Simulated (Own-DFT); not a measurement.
Simulation results for SiC (twinned 3C silicon carbide, atoms displaced), SiC (4H silicon carbide, strained, atoms displaced)

A calculation, not a measurement: plane-wave PBE density functional theory by an unreviewed code, no spin, of a simulated periodic cell, stress positive in tension, free energy of the whole cell less one offset for each atom, forces on such cells passed a denser k mesh, this cell's mesh not checked; offsets are fitted by least squares, one for each functional and potential file, so energies compare only between cells with the same atoms and settings and are not formation energies; the far tail of each file's local potential was reset to the Coulomb form; each entry is a single point on an unrelaxed cell, so the pressure reflects the starting lattice, mostly measured values (interpolated for alloys), from which strain is counted, and rises with the displacements; printed positions are rounded, which can move forces by about a meV/angstrom; the program, named Own-DFT, is a retired in-house code; no spin-orbit coupling. Program: Own-DFT development build.

Settings shared by all entries: functional PBE; potential files PseudoDojo norm-conserving, scalar-relativistic, standard set; wave cutoff 42 hartree; occupations Fermi-Dirac; smearing width 0.1 eV; hardware one NVIDIA H100.

(1) SiC (twinned 3C silicon carbide, atoms displaced)

```xyz
48
Lattice="4.3596 -4.3596 0.0000 0.0000 4.3596 -4.3596 8.7192 8.7192 8.7192" Properties=species:S:1:pos:R:3 SiC
Si     3.9612     8.0304    -0.5106
C      0.6789     0.7052     0.4882
Si     1.6901     1.5278    -0.4054
C      2.7339     2.5633     0.5211
Si     3.8291     1.4795     1.5081
C      5.1283     2.6989     2.6321
Si     8.0658     1.8589     1.6244
C      0.7814     2.5097    -1.7369
Si     1.6687     4.0125    -2.8195
C      2.7338     5.0359    -1.7132
Si     3.7635     3.8510    -0.7537
C      4.9916     5.0723     0.4949
Si     6.0075     1.6747     3.7440
C      2.7339     2.7388    -3.6251
Si     4.0090    -0.5921    -0.5606
C      4.9049     0.5743     0.5184
Si     5.9197    -0.4782     1.5524
C      7.1608     0.5076     2.5785
Si     6.0643     3.8624     1.5892
C      2.6851     0.4916    -1.7723
Si     3.6476     1.7271    -2.9019
C      4.8984     2.8432    -1.6688
Si     5.8548     1.7640    -0.5856
C      7.1520     2.9134     0.4191
Si    12.3099     8.2188     3.8687
C      5.0142     5.0199     4.8789
Si     8.7619     4.5791     2.3999
C      9.9241     5.4496     3.4631
Si     9.7213     7.4713     2.9081
C     10.6974     8.5420     4.5225
Si     8.2717    10.3372     5.8815
C      9.2511     2.8555     2.7938
Si     8.9190     2.2994     4.6126
C     10.0468     3.4900     5.7487
Si     9.5593     5.0282     5.1795
C     10.6341     6.3462     6.4742
Si    10.3138     5.9914     8.1034
C      7.0551     7.1126     0.5607
Si     6.6295     6.6801     2.1749
C      7.8453     7.8060     3.5210
Si     7.5672     9.5416     2.9749
C      8.3915    10.6303     4.1644
Si    10.3733     8.1575     6.0127
C      6.9351     4.8942     2.7414
Si     6.6037     4.4883     4.7062
C      7.8090     5.5198     5.6180
Si     7.5351     7.4078     5.3249
C      8.5130     8.4540     6.4039
```

Settings of this run: k mesh 5 x 5 x 2 centred on Gamma.

Results for SiC (twinned 3C silicon carbide, atoms displaced): free energy of cell above offsets 9.606 eV; pressure 12.4 GPa; stress xx -9.41 GPa; stress yy -10.59 GPa; stress zz -17.21 GPa; stress yz 5.81 GPa; stress xz 0.6 GPa; stress xy -0.3 GPa; wall time 181.5 s.

Force:
```tsv
element	x (eV/Å)	y (eV/Å)	z (eV/Å)
Si	1.789	4.648	-5.209
C	-8.427	-5.169	4.245
Si	4.096	3.243	-8.941
C	1.209	4.437	0.099
Si	-0.191	5.237	2.47
C	-3.638	0.127	-0.867
Si	2.572	-3.436	0.172
C	-1.844	3.871	0.88
Si	-0.648	-3.454	1.964
C	-1.696	-0.855	1.798
Si	-0.039	0.61	4.437
C	-2.523	-1.753	0.632
Si	2.469	-2.132	-0.147
C	-5.161	7.203	-8.673
Si	-2.838	-1.579	-2.822
C	1.81	-0.568	-2.457
Si	3.905	-1.998	1.254
C	-0.35	0.796	1.483
Si	-2.104	1.206	-1.481
C	3.484	1.062	3.839
Si	7.37	-7.337	6.953
C	-0.93	-1.311	-1.764
Si	3.015	-0.084	-0.517
C	-3.651	-3.351	2.398
Si	4.331	-1.161	-0.671
C	-4.83	-3.255	1.991
Si	0.562	0.304	-0.304
C	2.232	3.189	-1.426
Si	-3.358	-3.493	10.78
C	0.368	2.655	-12.35
Si	-2.075	-1.421	3.682
C	-0.782	-1.662	-0.727
Si	-0.773	3.523	-1.699
C	1.937	-2.595	-6.769
Si	0.602	5.6	0.745
C	1.955	-0.721	-4.545
Si	-0.885	-0.09	4.706
C	1.547	-0.791	-2.257
Si	-0.168	-0.103	5.758
C	0.647	-1.257	-2.227
Si	-3.336	-0.863	2.948
C	2.123	2.578	-1.539
Si	-3.67	-3.828	8.247
C	1.965	1.168	1.05
Si	4.167	0.728	-3.342
C	0.275	1.098	-0.962
Si	-0.415	-0.541	-1.531
C	-0.097	1.526	0.702
```

(2) SiC (4H silicon carbide, strained, atoms displaced)

```xyz
72
Lattice="9.1193 -0.1008 -0.1622 -4.6470 8.1786 0.1484 -0.1766 0.0846 10.0209" Properties=species:S:1:pos:R:3 SiC
Si     4.3867     8.0763     4.0717
Si    -0.0828     1.7613     1.5747
C      4.4178     8.0861     0.9639
C     -0.0724     1.8582     3.4777
Si    -1.6397     2.8190     4.1670
Si    -1.5849     4.6227     1.7183
C     -1.4990     2.7119     0.8992
C     -1.7248     4.5219     3.5714
Si     5.9454     5.3682     4.0174
Si    -3.2042     7.3350     1.7601
C      6.0140     5.2793     0.7743
C     -3.1469     7.2833     3.5702
Si     2.9280     0.0111     4.0026
Si     2.9412     1.7708     1.5751
C     -1.6509     8.1492     1.0154
C      2.9356     1.7123     3.3423
Si     1.3956     2.7510     4.0518
Si     1.4855     4.5178     1.5567
C      1.4610     2.7420     0.9146
C      1.4074     4.5726     3.4725
Si    -0.1504     5.5048     4.1719
Si    -0.1023     7.2517     1.6986
C     -0.1187     5.4095     0.9889
C     -0.1067     7.2812     3.4336
Si     6.0321    -0.0130     3.8680
Si     6.0148     1.7588     1.4294
C      5.9919    -0.0358     0.7759
C      6.0419     1.8262     3.3212
Si     4.4072     2.5941     3.9937
Si     4.4989     4.4529     1.5805
C      4.5260     2.5679     0.8859
C      4.3547     4.5227     3.3803
Si     2.9328     5.4148     4.0459
Si     2.9742     7.2154     1.5077
C      2.9887     5.3629     0.9184
C      2.8996     7.2027     3.5561
Si    -0.0789     0.0807     9.0664
Si     4.3847     6.3236     6.5042
C     -0.0637     0.0758     5.9738
C      4.3641     6.3670     8.3952
Si    -3.2319     5.4872     9.1070
Si     5.9283     3.5719     6.4801
C      5.8539     5.4903     5.9321
C      5.9206     3.6339     8.3582
Si     7.3477     2.7346     8.9278
Si     7.4604     0.8764     6.5228
C      7.4915     2.5902     5.7928
C      7.4196     0.9018     8.2593
Si     5.8842     0.0582     8.9655
Si     1.3637     6.4686     6.5955
C      1.3127     8.1335     6.0436
C      1.2201     6.3744     8.4898
Si     2.9722     5.4412     9.0515
Si     2.9144     3.5503     6.5380
C      2.8926     5.4260     5.9289
C      2.8829     3.6354     8.4800
Si     4.3983     2.7050     8.9699
Si     4.3905     1.0129     6.4791
C      4.4483     2.6580     5.9720
C      4.4353     1.0149     8.3472
Si    -1.7837     8.2112     9.1730
Si    -1.6887     6.3294     6.6295
C      3.0020     0.0452     5.9154
C     -1.7329     6.3344     8.5131
Si    -0.1189     5.5083     9.1465
Si    -0.1496     3.7320     6.5934
C     -0.2240     5.4817     6.0107
C     -0.1895     3.7564     8.4680
Si     1.3221     2.8326     9.0523
Si     1.4170     0.9357     6.6059
C      1.3957     2.7074     5.8977
C      1.3745     0.9226     8.4416
```

It was run with k mesh 4 x 4 x 3 centred on Gamma.

Results for SiC (4H silicon carbide, strained, atoms displaced): free energy of cell above offsets -5.666 eV; pressure 6.42 GPa; stress xx -11.09 GPa; stress yy 1.15 GPa; stress zz -9.34 GPa; stress yz 3.41 GPa; stress xz -5.57 GPa; stress xy -5.21 GPa; wall time 360.2 s.

Force:
```tsv
element	x (eV/Å)	y (eV/Å)	z (eV/Å)
Si	0.98	1.657	0.787
Si	0.665	1.886	0.162
C	1.273	0.494	-1.426
C	-1.271	-0.863	-0.503
Si	1.081	-1.953	-1.278
Si	-0.702	-2.131	-2.154
C	-1.738	0.584	1.752
C	1.545	1.8	-0.246
Si	-1.259	0.501	0.462
Si	1.517	-1.905	-2.533
C	-0.626	1.363	2.462
C	-1.669	-0.912	0.692
Si	1.851	-0.336	1.031
Si	0.759	-0.13	-3.364
C	-0.312	0.067	1.008
C	-0.722	1.465	2.366
Si	0.776	-0.023	-0.383
Si	-1.485	-0.043	0.387
C	-0.017	-0.947	0.503
C	-0.803	-0.75	-0.159
Si	0.402	-0.566	-1.303
Si	-0.713	-0.654	-4.05
C	1.784	1.144	0.751
C	-1.359	-0.426	3.386
Si	0.329	0.555	2.265
Si	1.702	-0.227	0.025
C	1.509	-0.404	1.423
C	-1.363	-1.209	0.296
Si	1.189	1.591	0.053
Si	0.277	-0.753	-2.507
C	-1.367	2.077	-0.33
C	1.907	-1.563	1.445
Si	-1.132	0.441	1.011
Si	-2.543	-1.208	1.336
C	0.564	0.979	-0.177
C	-0.23	0.038	-2.662
Si	-2.27	-0.387	0.178
Si	-0.965	1.458	0.956
C	-1.073	-0.734	-0.181
C	0.876	0.288	0.09
Si	-0.1	0.629	0.742
Si	1.139	0.966	0.054
C	1.347	-2.804	-1.844
C	-1.49	-0.033	-0.751
Si	2.532	-0.82	0.219
Si	0.689	-0.807	-3.302
C	-0.585	1.981	1.829
C	0.816	0.255	3.593
Si	0.428	-1.135	-0.869
Si	-0.541	-3.066	0.848
C	-0.273	2.66	-2.134
C	4.073	1.784	-0.602
Si	-3.072	0.089	0.294
Si	-0.607	2.05	0.628
C	-0.675	-0.563	0.263
C	0.106	0.522	-1.438
Si	-0.167	0.803	1.853
Si	2.117	-3.913	1.425
C	-0.667	2.421	-3.113
C	-1.329	-1.69	0.181
Si	1.313	-0.716	-0.215
Si	-0.272	2.355	1.307
C	-1.975	-1.077	-0.875
C	0.921	1.648	0.167
Si	-3.502	-0.935	0.452
Si	0.318	-1.442	0.006
C	1.647	0.15	-0.8
C	0.013	-0.986	-0.111
Si	-0.062	-1.093	0.556
Si	0.31	-0.044	-1.409
C	-0.203	0.518	1.208
C	0.388	2.028	0.27
```
